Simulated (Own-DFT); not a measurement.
# Response to strain: wurtzite AlN, 72 atoms (Al36N36)

All numbers below are calculated, not measured. The program, named Own-DFT, is a retired in-house plane-wave density functional code that no person has reviewed. Each row is one single-point run on a periodic cell that was not relaxed, without spin or spin-orbit coupling.

Settings of every run: PBE; PseudoDojo norm-conserving scalar-relativistic files; cutoff 42 hartree; 4 x 4 x 3 k mesh centred on Gamma; Gaussian smearing of 0.01 eV.

Known limits: k mesh not checked against a denser one; stress not checked against mesh or cutoff.

Unstrained cell vectors in Å: (9.336, 0.000, 0.000); (-4.668, 8.085, 0.000); (0.000, 0.000, 9.964). The unstrained cell has measured lattice constants (interpolated for alloys), not those of this functional. That, the random moves and any unrelaxed bonds set the pressure at no strain. Each run strains this cell uniformly, with the atoms carried along. Every atom was also moved at random, by a Gaussian of width 0.05 Å on each axis. Strain is the symmetric tensor, in per cent. Stress is positive in tension, and the pressure is minus a third of its trace.

```
run,e_xx (%),e_yy (%),e_zz (%),e_yz (%),e_xz (%),e_xy (%),s_xx (GPa),s_yy (GPa),s_zz (GPa),s_yz (GPa),s_xz (GPa),s_xy (GPa),P (GPa),E (meV/atom)
1,-1.58,0.47,-1.88,1.31,-0.09,0.53,-10.19,-8.54,-19.12,4.77,1.00,0.41,12.61,30.3
2,1.22,-1.99,-1.51,1.67,0.02,-1.83,-2.74,-18.51,-11.86,3.78,1.00,-7.00,11.03,42.6
3,1.32,0.50,0.94,-1.34,-1.87,1.44,1.48,-2.32,0.74,-3.11,-4.45,4.96,0.04,15.5
4,0.47,-1.06,0.78,0.59,-0.32,-1.75,-4.82,-9.50,-0.71,1.16,-1.52,-4.93,5.01,12.2
5,1.37,0.95,1.25,1.33,0.56,-1.15,1.74,0.36,1.64,2.97,1.83,-3.73,-1.25,9.2
6,1.15,0.05,1.65,1.91,-1.60,1.75,-0.88,-2.86,3.22,4.70,-3.95,6.87,0.17,11.7
7,-1.88,0.24,-0.12,-1.10,0.53,-0.01,-14.11,-5.71,-7.49,-2.21,1.80,0.32,9.10,2.1
8,1.38,-1.03,-0.21,-1.92,-0.19,0.71,-0.61,-10.77,-6.99,-4.39,-0.10,3.10,6.12,33.5
9,-0.44,0.35,1.41,-0.31,1.04,-0.67,-4.60,-3.41,-0.27,0.03,2.22,-2.46,2.76,6.5
10,-1.26,0.37,-1.86,-0.23,-0.48,0.98,-12.01,-8.24,-15.13,-0.32,-1.45,4.58,11.79,35.8
11,0.39,-0.02,-0.22,0.36,1.84,-0.13,-5.21,-5.00,-6.68,1.26,5.39,-0.74,5.63,24.4
12,1.37,1.83,1.05,-1.00,0.44,0.81,3.08,3.33,2.97,-2.00,0.94,1.92,-3.12,0.0
13,0.78,0.69,-1.85,1.65,0.70,-0.10,-3.02,-2.98,-13.57,4.19,2.48,-0.92,6.52,19.5
14,1.26,-0.52,1.95,1.48,-0.78,0.36,1.44,-4.96,2.87,3.72,-2.00,2.10,0.22,3.4
15,0.54,0.74,0.49,0.63,1.02,1.72,-1.36,-3.34,-1.55,0.70,3.18,6.47,2.08,6.6
16,0.67,1.17,0.84,1.26,0.04,1.89,-1.82,-0.51,2.10,3.25,0.01,6.48,0.07,6.7
17,-1.61,-1.46,1.59,0.67,-1.51,-1.55,-15.93,-13.37,-0.83,2.91,-3.61,-6.25,10.04,43.4
18,-0.06,-1.12,-1.09,1.08,-1.95,1.45,?,?,?,?,?,?,?,?
```

E is the free energy for each atom above the lowest run shown.

## Worked fit

Each stress component was fitted by least squares to a constant and the strains of the runs shown, as fractions, with shears doubled. Shear strains stay in the fit of a normal stress only where such slopes are resolved. The slopes, in GPa:

```
stress  at no strain  per e_xx  per e_yy  per e_zz  scatter
  s_xx          -5.6  443 ± 29  132 ± 33   28 ± 26     1.31
  s_yy          -6.5   69 ± 25  474 ± 29  121 ± 23     1.15
  s_zz          -5.8  122 ± 31   72 ± 35  482 ± 28     1.40
```

Each shear stress against twice its own strain: yz 119 ± 6, xz 131 ± 8, xy 186 ± 13 GPa. These are stiffnesses along x, y and z of the frame in which the cell vectors are given, which need not be the crystal's axes. The atoms are held to the strained lattice; where symmetry lets them move under strain, relaxing them would lower some slopes. The table should be nearly symmetric about its diagonal, and what it lacks of that shows the noise. A ninth of its sum, 216 ± 4 GPa, estimates the bulk modulus near the mean pressure of these runs, 4.6 GPa, so it lies above the value at zero pressure.

## Withheld run

Question: what normal stresses and pressure should run 18 give?

The fit gives s_xx = -7.6, s_yy = -13.2, s_zz = -11.9 and P = 10.9 GPa. The calculation gave -8.76, -11.97, -12.49 and P = 11.07 GPa.
